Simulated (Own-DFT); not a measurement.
# Shaking the atoms of 3C SiC, 64 atoms (C32Si32)

Calculated results; nothing here was measured. They come from Own-DFT, an in-house plane-wave density functional program, since retired, whose code no person has reviewed. Each row is one single-point run on a periodic cell that was not relaxed, without spin or spin-orbit coupling.

Settings of every run: PBE; PseudoDojo norm-conserving scalar-relativistic files; cutoff 42 hartree; 4 x 4 x 4 k mesh centred on Gamma; Fermi-Dirac smearing of 0.1 eV.

Known limits, some of them of some rows only: some atoms lie very close together; forces on such cells passed a denser k mesh, each cell not checked; stress not checked against mesh or cutoff.

Cell vectors in Å: (8.719, 0.000, 0.000); (0.000, 8.719, 0.000); (0.000, 0.000, 8.719). In each run every atom was moved at random and independently from its ideal site; u is the rms move along one axis. E is the free energy for each atom above the fitted value at u = 0, and F the rms of the force components.

```
run,u (Å),E (meV/atom),F (eV/Å),largest force (eV/Å),P (GPa)
1,0.0301,35.4,0.871,2.64,3.81
2,0.0324,42.4,0.940,2.99,4.00
3,0.0537,108.3,1.541,5.74,5.53
4,0.0632,?,?,?,?
5,0.0887,300.3,3.061,18.00,10.54
6,0.0957,377.8,3.504,13.89,11.67
7,0.1397,729.2,4.693,27.50,19.20
```

## Worked fit

For small independent moves the energy grows as E = (3/2) K u², with K the mean stiffness felt by one atom. The runs with u up to 0.11 Å give K = 26.2 ± 0.8 eV/Å², with residuals divided by u² + 0.0006 Å², since the noise grows with the moves. The scatter is 4.7 meV/atom at u = 0.05 Å. The forces follow F = G u with G = 31.7 eV/Å²; no force at u = 0 is resolved. G exceeds K because the moves of its neighbours add to the force on an atom, and stiffness differs between atoms. The pressure follows P = 2.91 + 960 u² GPa: at fixed volume, shortened bonds push harder than stretched ones pull.

## Withheld run

Question: what energy and rms force should run 4 give?

The fit gives 157 ± 8 meV/atom and about 2.00 eV/Å. The calculation gave 154.8 meV/atom and 1.953 eV/Å.
